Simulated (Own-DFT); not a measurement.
# How strain changes the stress of wurtzite GaN, 72 atoms (Ga36N36)

Calculated results; nothing here was measured. They come from Own-DFT, an in-house plane-wave density functional program, since retired, whose code no person has reviewed. Each row is one single-point run on a periodic cell that was not relaxed, without spin or spin-orbit coupling.

Settings of every run: PBE; PseudoDojo norm-conserving scalar-relativistic files (stringent for Ga); cutoff 96 hartree; 4 x 4 x 3 k mesh centred on Gamma; Gaussian smearing of 0.01 eV.

Known limits: forces not confirmed at this smearing and k mesh; stress not checked against mesh or cutoff.

Unstrained cell vectors in Å: (9.567, 0.000, 0.000); (-4.784, 8.285, 0.000); (0.000, 0.000, 10.370). The unstrained cell has measured lattice constants (interpolated for alloys), not those of this functional. That, the random moves and any unrelaxed bonds set the pressure at no strain. Each run strains this cell uniformly, with the atoms carried along. Every atom was also moved at random, by a Gaussian of width 0.05 Å on each axis. Strain is the symmetric tensor, in per cent. Stress is positive in tension, and the pressure is minus a third of its trace.

| run | e_xx (%) | e_yy (%) | e_zz (%) | s_xx (GPa) | s_yy (GPa) | s_zz (GPa) | P (GPa) | E (meV/atom) |
|---|---|---|---|---|---|---|---|---|
| 1 | 0.00 | 0.00 | 1.00 | -6.77 | -4.63 | -3.64 | 5.01 | 1.8 |
| 2 | 0.00 | 0.00 | 3.00 | -5.13 | -5.25 | 4.91 | 1.82 | 0.6 |
| 3 | 0.00 | 0.00 | 2.00 | -4.54 | -5.24 | 0.28 | 3.17 | 0.0 |
| 4 | 0.00 | 0.00 | -1.00 | -8.09 | -6.84 | -11.76 | 8.90 | 0.0 |
| 5 | 0.00 | 0.00 | 0.50 | -5.64 | -8.57 | -4.26 | 6.16 | 14.7 |
| 6 | 0.00 | 0.00 | -1.50 | -7.83 | -10.12 | -13.91 | 10.62 | 30.0 |
| 7 | 0.00 | 0.00 | 2.50 | -7.22 | -4.88 | 3.24 | 2.95 | 13.2 |
| 8 | 0.00 | 0.00 | -1.75 | -8.87 | -7.75 | -15.45 | 10.69 | 22.7 |
| 9 | 0.00 | 0.00 | 1.25 | ? | ? | ? | ? | ? |

E is the free energy for each atom above the lowest run shown.

## Worked fit

The change of volume is close to e_xx + e_yy + e_zz. A straight line through the runs shown gives P = 7.29 - 190 x (fractional change of volume) GPa, with an error of 8 on the slope and a scatter of 0.37 GPa. The strain isn't the same on all axes and the cell isn't cubic, so the slope belongs to this path and is not the bulk modulus.

## Withheld run

Question: what pressure should run 9 give? Its volume changes by 1.25 %.

The line gives 4.9 GPa. The calculation gave 4.50 GPa.
